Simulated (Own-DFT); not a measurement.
# Reading a pressure off an energy slope: corundum Al2O3, 78 atoms (Al32O46), with two O vacancies

Calculated, not measured. Each geometry was run twice at fixed positions with Own-DFT, a retired in-house plane-wave program that no person has reviewed: with PBE, and with HSE06 (exact exchange share 0.25 at short range, screening 0.11 per bohr, Gygi-Baldereschi treatment of its divergence). Both used PseudoDojo norm-conserving files made for PBE, a cutoff of 48 hartree, the Gamma point alone, fixed occupations, a neutral cell and no spin. With Gamma alone and a thickness of 7.9 Å, finite-size errors remain in every number. The oxygen file's force components were 24 meV/Å off all-electron values in a glass.

Unstrained cell vectors in Å: (5.494, 0.000, 8.660); (-2.747, 4.758, 8.660); (-2.747, -4.758, 8.660), volume V0 = 679.1 Å³, from measured lattice constants. Each geometry has its own random strain of a few per cent, its own defect sites and random moves of rms u per axis. HSE06 gave the energy alone. D is its energy less that of PBE, over the lowest D shown. The PBE stress wasn't checked against mesh or cutoff.

```
run  V - V0 (Å³)   u (Å)  P with PBE (GPa)  D (eV)
  1        -21.8  0.0477             18.35   0.211
  2        -16.2  0.0456             15.38   0.392
  3          4.9  0.0513              7.13   1.311
  4          0.5  0.0496              9.57   1.081
  5         15.3  0.0482              3.23   1.674
  6        -18.4  0.0310             15.33   0.251
  7          8.9  0.0303              4.32   1.333
  8         -9.4  0.0522             13.17   0.730
  9         27.4  0.0502             -0.73   2.247
 10        -11.4  0.0308             12.03   0.561
 11        -26.4  0.0302             18.08   0.000
 12         -8.4  0.0295             10.37   0.636
 13         -4.5  0.0531             11.79       ?
```

## Fit

D = 0.94 + 0.0401 (V - V0) + 60 u² eV, with an error of 0.0007 on the volume slope, 14 on the last term and a scatter of 0.03 eV. Pressure is -dE/dV, and 1 eV/Å³ is 160.2 GPa, so HSE06 changes the pressure by -6.4 ± 0.1 GPa. With the ions held to the strained lattice, the PBE pressure falls by 267 ± 6 GPa per unit of volume strain; the shape of the strain isn't fitted, so the true error is larger, and a relaxed crystal would be softer. On that slope HSE06's volume at a given pressure is about 2.4 % smaller, or 0.8 % in lengths. At u = 0 and V0 the PBE pressure is 6.6 GPa, which puts the zero-pressure volume, against the measured cell and with the defects in, at +2.5 % for PBE and +0.1 % for HSE06, each good to a few tenths of a per cent.

## Test on the hidden row

The question: what D should run 13 give?

Estimate: 0.93 eV, with rows scattering by 0.03. The run itself gave 0.913 eV.
